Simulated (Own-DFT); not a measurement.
# How strain changes the stress of 4H SiC, 72 atoms (C36Si36)

Calculated results; nothing here was measured. The program, named Own-DFT, is a retired in-house plane-wave density functional code that no person has reviewed. Each row is one single-point run on a periodic cell that was not relaxed, without spin or spin-orbit coupling.

Settings of every run: PBE; PseudoDojo norm-conserving scalar-relativistic files; cutoff 42 hartree; 4 x 4 x 3 k mesh centred on Gamma; Fermi-Dirac smearing of 0.1 eV.

Known limits: forces on such cells passed a denser k mesh, each cell not checked; stress not checked against mesh or cutoff.

Unstrained cell vectors in Å: (9.248, 0.000, 0.000); (-4.624, 8.009, 0.000); (0.000, 0.000, 10.068). The unstrained cell has measured lattice constants (interpolated for alloys), not those of this functional. That, the random moves and any unrelaxed bonds set the pressure at no strain. Each run strains this cell uniformly, with the atoms carried along. Every atom was also moved at random, by a Gaussian of width 0.05 Å on each axis. Strain is the symmetric tensor, in per cent. Stress is positive in tension, and the pressure is minus a third of its trace.

| run | e_xx (%) | e_yy (%) | e_zz (%) | e_yz (%) | e_xz (%) | e_xy (%) | s_xx (GPa) | s_yy (GPa) | s_zz (GPa) | s_yz (GPa) | s_xz (GPa) | s_xy (GPa) | P (GPa) | E (meV/atom) |
|---|---|---|---|---|---|---|---|---|---|---|---|---|---|---|
| 1 | 1.30 | 1.87 | 0.81 | 0.40 | 0.93 | 1.23 | 4.06 | 4.94 | 0.10 | 1.78 | 2.48 | 5.19 | -3.03 | 17.6 |
| 2 | 1.15 | -0.52 | -1.35 | 0.39 | 0.52 | -0.59 | -1.21 | -6.37 | -12.52 | 0.64 | 2.23 | -2.17 | 6.70 | 11.6 |
| 3 | -1.65 | -0.11 | -0.82 | -1.78 | -0.84 | -0.08 | -17.61 | -7.96 | -11.87 | -7.15 | -5.15 | -0.97 | 12.48 | 60.7 |
| 4 | 1.77 | 1.27 | -0.08 | -1.23 | 0.88 | 0.83 | 4.58 | 4.11 | -4.05 | -3.64 | 2.37 | 2.60 | -1.55 | 2.1 |
| 5 | 1.61 | -0.87 | -0.99 | -1.75 | 0.57 | 0.93 | 3.97 | -10.60 | -12.93 | -5.51 | 2.77 | 4.28 | 6.52 | 36.4 |
| 6 | -1.78 | 0.53 | -0.64 | -0.91 | -1.08 | -1.20 | -14.57 | -4.16 | -11.84 | -3.36 | -3.98 | -7.16 | 10.19 | 37.3 |
| 7 | 0.52 | 0.67 | -0.37 | -1.97 | -1.92 | 0.59 | -0.79 | -2.06 | -9.19 | -6.97 | -5.75 | 2.61 | 4.01 | 41.4 |
| 8 | 0.66 | 1.18 | 0.47 | -0.84 | 0.05 | -1.25 | 0.55 | 1.93 | -2.20 | -3.11 | 0.06 | -5.39 | -0.09 | 0.0 |
| 9 | -0.67 | 1.65 | -1.69 | 0.39 | 1.91 | 0.61 | -8.75 | 2.93 | -16.91 | 1.55 | 6.20 | 3.06 | 7.58 | 40.6 |
| 10 | 1.13 | -1.04 | 0.87 | -0.80 | 0.14 | -0.13 | 1.32 | -8.37 | -3.04 | -3.55 | 1.56 | -0.81 | 3.36 | 19.4 |
| 11 | 1.29 | 0.08 | 1.94 | 1.18 | -1.56 | -1.97 | 1.67 | -1.67 | 3.12 | 3.04 | -5.80 | -9.54 | -1.04 | 34.6 |
| 12 | -1.81 | -0.97 | 0.62 | -0.63 | 1.85 | 1.45 | -16.90 | -9.68 | -3.77 | -2.39 | 6.61 | 6.55 | 10.11 | 18.7 |
| 13 | -1.24 | -0.04 | 1.27 | -0.25 | 1.73 | -1.96 | -11.13 | -6.25 | 0.26 | -0.63 | 6.73 | -9.06 | 5.71 | 30.8 |
| 14 | 1.58 | 1.33 | 1.93 | 0.89 | -1.44 | 1.01 | 5.73 | 3.63 | 4.83 | 2.63 | -4.59 | 4.49 | -4.73 | 7.0 |
| 15 | -0.87 | 0.16 | -0.52 | 0.48 | 0.12 | 1.20 | -9.97 | -4.47 | -9.40 | 1.01 | 1.32 | 5.95 | 7.95 | 12.9 |
| 16 | 1.32 | -1.50 | -0.99 | 1.90 | -0.90 | -1.10 | -0.48 | -14.75 | -11.58 | 8.01 | -2.51 | -5.65 | 8.94 | 51.2 |
| 17 | 0.15 | -1.75 | -0.34 | -0.89 | -1.91 | 1.69 | ? | ? | ? | ? | ? | ? | ? | ? |

E is the free energy for each atom above the lowest run shown.

## Worked fit

Each stress component was fitted by least squares to a constant and the strains of the runs shown, as fractions, with shears doubled. Shear strains stay in the fit of a normal stress only where such slopes are resolved. The slopes, in GPa:

| stress | at no strain | per e_xx | per e_yy | per e_zz | scatter |
|---|---|---|---|---|---|
| s_xx | -5.5 | 571 ± 23 | 96 ± 30 | 54 ± 28 | 1.19 |
| s_yy | -5.1 | 58 ± 24 | 534 ± 31 | 66 ± 29 | 1.22 |
| s_zz | -6.7 | 49 ± 23 | 51 ± 30 | 545 ± 28 | 1.19 |

Each shear stress against twice its own strain: yz 177 ± 9, xz 176 ± 11, xy 233 ± 8 GPa. These are stiffnesses along x, y and z of the frame in which the cell vectors are given, which need not be the crystal's axes. The atoms are held to the strained lattice; where symmetry lets them move under strain, relaxing them would lower some slopes. The table should be nearly symmetric about its diagonal, and what it lacks of that shows the noise. A ninth of its sum, 225 ± 6 GPa, estimates the bulk modulus near the mean pressure of these runs, 4.6 GPa, so it lies above the value at zero pressure.

## Withheld run

Question: what normal stresses and pressure should run 17 give?

The fit gives s_xx = -6.5, s_yy = -14.6, s_zz = -9.4 and P = 10.1 GPa. The calculation gave -7.93, -14.25, -8.93 and P = 10.37 GPa.
